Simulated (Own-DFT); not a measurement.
# Point defects and the pressure they add: zincblende GaAs

Calculated, not measured: single-point runs of Own-DFT, a retired in-house plane-wave DFT program that no person has reviewed, on unrelaxed cells, without spin or spin-orbit coupling.

Settings: PBE; PseudoDojo norm-conserving scalar-relativistic files; cutoff 42 hartree; 3 x 3 x 3 k mesh centred on Gamma; Fermi-Dirac smearing of 0.1 eV.

Limits (not all hold for every row): not probed for a lower state with spin; forces on such cells failed a check on a denser k mesh; forces not confirmed at this smearing and k mesh; stress not checked against mesh or cutoff.

All runs share one cell, with vectors in Å (11.307, 0.000, 0.000); (0.000, 11.307, 0.000); (0.000, 0.000, 11.307) and a volume of 1445.4 Å³. Atoms were moved at random from their sites; u is the rms move along one axis. The defect's site can differ from row to row.

| cell | formula | u (Å) | P (GPa) |
|---|---|---|---|
| no defect | As32Ga32 | 0.0200 | 3.51 |
| no defect | As32Ga32 | 0.0521 | 4.05 |
| no defect | As32Ga32 | 0.0534 | 3.96 |
| one As on a Ga site and one Ga on an As site | As32Ga32 | 0.0265 | 3.89 |
| one As on a Ga site and one Ga on an As site | As32Ga32 | 0.0293 | 3.91 |
| one As on a Ga site and one Ga on an As site | As32Ga32 | 0.0464 | 4.16 |
| one As on a Ga site | As33Ga31 | 0.0285 | 4.24 |
| one As on a Ga site | As33Ga31 | 0.0307 | 4.29 |
| one As on a Ga site | As33Ga31 | 0.0470 | 4.43 |
| one P on an As site | As31Ga32P | 0.0273 | 3.29 |
| one P on an As site | As31Ga32P | 0.0287 | ? |
| one P on an As site | As31Ga32P | 0.0291 | 3.34 |
| one P on an As site | As31Ga32P | 0.0329 | 3.39 |
| two As on a Ga site each | As34Ga30 | 0.0292 | 4.77 |
| two As on a Ga site each | As34Ga30 | 0.0301 | 4.81 |
| two As on a Ga site each | As34Ga30 | 0.0307 | 4.80 |

## Fit

P = P0 + c u² + a shift for each defect gives P0 = 3.47 GPa, c = 186 ± 17 GPa/Å² and a scatter of 0.04 GPa. The shifts, and each times the cell's volume:

- two As on a Ga site each: 1.16 ± 0.04 GPa, 10.4 eV (5.2 eV for each of its 2 sites)
- one As on a Ga site: 0.60 ± 0.04 GPa, 5.4 eV
- one As on a Ga site and one Ga on an As site: 0.29 ± 0.04 GPa, 2.6 eV
- one P on an As site: -0.30 ± 0.04 GPa, -2.7 eV

Positive is outwards. The product with the volume (160.2 GPa Å³ to the eV) is nearly free of the cell's size; divided by the bulk modulus at the cell's pressure it gives the volume that the defect adds. The atoms around the defects weren't relaxed, which would change these numbers.

## Check

Q: what pressure belongs in the blank (one P on an As site, u = 0.0287 Å)?

From the fit: 3.33 ± 0.05 GPa. The hidden result is 3.32 GPa.
